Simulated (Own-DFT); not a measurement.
# Response to strain: wurtzite AlN, 72 atoms (Al36N36)

Calculated results; nothing here was measured. They come from Own-DFT, an in-house plane-wave density functional program, since retired, whose code no person has reviewed. Each row is one single-point run on a periodic cell that was not relaxed, without spin or spin-orbit coupling.

Settings of every run: PBE; PseudoDojo norm-conserving scalar-relativistic files; cutoff 42 hartree; 3 x 3 x 2 k mesh centred on Gamma; Fermi-Dirac smearing of 0.1 eV.

Known limits: forces on such cells moved up to 12 meV/angstrom on a denser k mesh; stress not checked against mesh or cutoff.

Unstrained cell vectors in Å: (9.336, 0.000, 0.000); (-4.668, 8.085, 0.000); (0.000, 0.000, 9.964). The unstrained cell has measured lattice constants (interpolated for alloys), not those of this functional. That, the random moves and any unrelaxed bonds set the pressure at no strain. Each run strains this cell uniformly, with the atoms carried along. Every atom was also moved at random, by a Gaussian of width 0.05 Å on each axis. Strain is the symmetric tensor, in per cent. Stress is positive in tension, and the pressure is minus a third of its trace.

| run | e_xx (%) | e_yy (%) | e_zz (%) | s_xx (GPa) | s_yy (GPa) | s_zz (GPa) | P (GPa) | E (meV/atom) |
|---|---|---|---|---|---|---|---|---|
| 1 | -0.50 | -0.50 | 0.00 | -8.83 | -9.16 | -5.10 | 7.69 | 7.6 |
| 2 | -2.50 | -2.50 | 0.00 | -20.34 | -21.99 | -10.90 | 17.74 | 50.5 |
| 3 | -1.75 | -1.75 | 0.00 | -16.85 | -19.44 | -6.33 | 14.21 | 48.0 |
| 4 | -1.00 | -1.00 | 0.00 | -11.15 | -11.99 | -5.73 | 9.62 | 8.3 |
| 5 | -0.25 | -0.25 | 0.00 | -5.68 | -9.68 | -4.59 | 6.65 | 13.9 |
| 6 | 0.75 | 0.75 | 0.00 | -3.84 | -1.48 | -2.24 | 2.52 | 16.8 |
| 7 | 3.00 | 3.00 | 0.00 | 9.78 | 8.69 | -0.19 | -6.09 | 9.8 |
| 8 | 2.00 | 2.00 | 0.00 | 5.77 | 6.25 | -4.85 | -2.39 | 0.0 |
| 9 | 1.75 | 1.75 | 0.00 | ? | ? | ? | ? | ? |

E is the free energy for each atom above the lowest run shown.

## Worked fit

The change of volume is close to e_xx + e_yy + e_zz. A straight line through the runs shown gives P = 6.17 - 214 x (fractional change of volume) GPa, with an error of 8 on the slope and a scatter of 0.77 GPa. The strain isn't the same on all axes and the cell isn't cubic, so the slope belongs to this path and is not the bulk modulus.

## Withheld run

Question: what pressure should run 9 give? Its volume changes by 3.53 %.

The line gives -1.4 GPa. The calculation gave -1.43 GPa.
